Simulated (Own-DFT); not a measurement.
# What a defect does to the pressure of its cell: D0_22 TiAl3

The numbers are computed, not measured, by runs of the plane-wave DFT program Own-DFT (in-house, retired, unreviewed) at fixed positions, with no spin and no spin-orbit coupling.

All runs used: PBE; PseudoDojo norm-conserving scalar-relativistic files; cutoff 42 hartree; 4 x 4 x 4 k mesh centred on Gamma; cold (Marzari-Vanderbilt) smearing of 0.2 eV.

Known weak points: forces on such cells failed a check on a denser k mesh; stress not checked against mesh or cutoff.

All runs share one cell, with vectors in Å (-2.365, -6.981, 4.326); (-7.667, 3.491, 1.442); (-2.950, -3.488, -7.241) and a volume of 625.4 Å³. The atoms are randomly displaced, by u rms on each axis. The defect's site can differ from row to row.

```
                     cell   formula   u (Å)  P (GPa)
                no defect  Al30Ti10  0.0193     1.97
                no defect  Al30Ti10  0.0485     2.46
                no defect  Al30Ti10  0.0504     2.58
           one Ti vacancy   Al30Ti9  0.0303     1.84
           one Ti vacancy   Al30Ti9  0.0477     2.31
           one Ti vacancy   Al30Ti9  0.0487     2.23
two Ti on an Al site each  Al28Ti12  0.0349     3.48
two Ti on an Al site each  Al28Ti12  0.0468     3.52
two Ti on an Al site each  Al28Ti12  0.0484     3.65
         two Al vacancies  Al28Ti10  0.0299     1.23
         two Al vacancies  Al28Ti10  0.0342     1.31
         two Al vacancies  Al28Ti10  0.0492        ?
         two Al vacancies  Al28Ti10  0.0531     1.70
 two Al on a Ti site each   Al32Ti8  0.0312     2.89
 two Al on a Ti site each   Al32Ti8  0.0319     2.90
 two Al on a Ti site each   Al32Ti8  0.0507     3.32
```

## Working it out

P = P0 + c u² + a shift for each defect gives P0 = 1.89 GPa, c = 253 ± 21 GPa/Å² and a scatter of 0.06 GPa. The shifts, and each times the cell's volume:

- two Ti on an Al site each: 1.18 ± 0.05 GPa, 4.6 eV (2.3 eV for each of its 2 sites)
- two Al on a Ti site each: 0.76 ± 0.05 GPa, 3.0 eV (1.5 eV for each of its 2 sites)
- one Ti vacancy: -0.23 ± 0.05 GPa, -0.9 eV
- two Al vacancies: -0.89 ± 0.05 GPa, -3.5 eV (-1.7 eV for each of its 2 sites)

Positive is outwards. The product with the volume (160.2 GPa Å³ to the eV) is nearly free of the cell's size; divided by the bulk modulus at the cell's pressure it gives the volume that the defect adds. The atoms around the defects weren't relaxed, which would change these numbers.

## Test on the hidden row

Asked: what pressure belongs in the blank (two Al vacancies, u = 0.0492 Å)?

Estimate: 1.61 ± 0.07 GPa. Computed: 1.66 GPa.
